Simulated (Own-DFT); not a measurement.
# How strain changes the stress of wurtzite AlN, 72 atoms (Al36N36)

These are calculations, not measurements. The program, named Own-DFT, is a retired in-house plane-wave density functional code that no person has reviewed. Each row is one single-point run on a periodic cell that was not relaxed, without spin or spin-orbit coupling.

Settings of every run: PBE; PseudoDojo norm-conserving scalar-relativistic files; cutoff 42 hartree; 3 x 3 x 2 k mesh centred on Gamma; Fermi-Dirac smearing of 0.1 eV.

Known limits: forces on such cells moved up to 12 meV/angstrom on a denser k mesh; stress not checked against mesh or cutoff.

Unstrained cell vectors in Å: (9.336, 0.000, 0.000); (-4.668, 8.085, 0.000); (0.000, 0.000, 9.964). The unstrained cell has measured lattice constants (interpolated for alloys), not those of this functional. That, the random moves and any unrelaxed bonds set the pressure at no strain. Each run strains this cell uniformly, with the atoms carried along. Every atom was also moved at random, by a Gaussian of width 0.05 Å on each axis. Strain is the symmetric tensor, in per cent. Stress is positive in tension, and the pressure is minus a third of its trace.

```
run  e_xx (%)  e_yy (%)  e_zz (%)  e_yz (%)  e_xz (%)  e_xy (%)  s_xx (GPa)  s_yy (GPa)  s_zz (GPa)  s_yz (GPa)  s_xz (GPa)  s_xy (GPa)  P (GPa)  E (meV/atom)
  1     -0.58      0.16     -0.47      1.39     -0.41      0.92       -9.51       -6.28       -7.67        4.09       -2.05        3.43     7.82          22.2
  2     -0.64     -1.53     -1.06      1.14      1.13     -0.11      -10.67      -15.38      -12.66        2.94        2.80        0.88    12.90          26.3
  3      0.09      0.86      1.96     -0.42     -0.57     -1.44       -3.14       -1.75        3.59       -1.62       -2.25       -5.20     0.43          13.8
  4     -0.39     -1.17     -1.73     -0.13     -1.91      1.87       -8.80      -14.40      -18.02       -0.33       -4.04        7.74    13.74          53.4
  5     -0.55     -1.27      0.52     -0.53      0.00      0.75       -9.92      -14.80       -4.18       -1.02       -0.74        4.09     9.63          41.9
  6     -1.38     -0.22      1.35      1.55      0.82      1.03      -11.10       -9.18        0.11        3.56        2.01        3.42     6.73          27.3
  7      1.12      1.85      0.15      0.76     -0.21      0.38        2.38        1.55       -1.80        1.45       -0.69        1.52    -0.71           8.8
  8      0.55     -1.10      1.28     -1.88     -0.63     -1.74       -3.95       -9.09       -0.56       -4.62       -1.16       -5.88     4.53          16.0
  9      0.90      0.74      0.25      1.15     -0.47     -1.57       -2.31       -3.09       -0.62        4.02       -0.75       -5.63     2.01          18.9
 10     -0.44      0.42      1.87      0.39      1.28      1.39       -6.98       -3.37        2.72        0.62        3.65        3.40     2.54          25.4
 11     -0.84      1.39      1.50     -0.45      1.16     -1.36       -7.83       -0.21        4.21       -1.69        3.53       -2.44     1.28           0.0
 12      1.08      0.30      1.38      1.13      0.00      0.23        1.17       -2.18        1.09        2.23        0.14        0.54    -0.03           1.9
 13     -1.79      0.34      0.28      1.31      1.54      0.36      -16.13       -4.99       -7.18        3.49        4.35        1.47     9.43          49.0
 14     -0.21      2.00      0.51     -0.52     -0.46     -0.64       -3.33        2.45       -1.33       -1.09       -0.88       -1.93     0.74           4.5
 15      1.52     -0.36     -0.07     -1.92      1.15      1.34        0.39       -5.00       -4.60       -5.21        2.31        3.14     3.07          11.0
 16      0.86     -1.74      0.12      0.04      0.64      0.94       -2.04      -16.32       -4.75       -0.03        2.03        3.24     7.70          17.4
 17      0.69     -1.27      0.03      0.84     -1.02     -1.21       -2.60      -11.02       -7.08        2.25       -3.01       -4.50     6.90          10.5
 18     -1.43     -1.29     -0.47      1.90     -1.26      0.77           ?           ?           ?           ?           ?           ?        ?             ?
```

E is the free energy for each atom above the lowest run shown.

## Worked fit

Each stress component was fitted by least squares to a constant and the strains of the runs shown, as fractions, with shears doubled. Shear strains stay in the fit of a normal stress only where such slopes are resolved. The slopes, in GPa:

| stress | at no strain | per e_xx | per e_yy | per e_zz | scatter |
|---|---|---|---|---|---|
| s_xx | -5.8 | 509 ± 29 | 91 ± 26 | 51 ± 30 | 1.10 |
| s_yy | -6.9 | 101 ± 37 | 467 ± 33 | 80 ± 38 | 1.40 |
| s_zz | -5.7 | 107 ± 36 | 114 ± 32 | 493 ± 37 | 1.37 |

Each shear stress against twice its own strain: yz 129 ± 6, xz 129 ± 10, xy 157 ± 11 GPa. These are stiffnesses along x, y and z of the frame in which the cell vectors are given, which need not be the crystal's axes. The atoms are held to the strained lattice; where symmetry lets them move under strain, relaxing them would lower some slopes. The table should be nearly symmetric about its diagonal, and what it lacks of that shows the noise. A ninth of its sum, 224 ± 5 GPa, estimates the bulk modulus near the mean pressure of these runs, 5.2 GPa, so it lies above the value at zero pressure.

## Withheld run

Question: what normal stresses and pressure should run 18 give?

The fit gives s_xx = -14.4, s_yy = -14.7, s_zz = -11.0 and P = 13.4 GPa. The calculation gave -16.45, -16.68, -8.90 and P = 14.01 GPa.
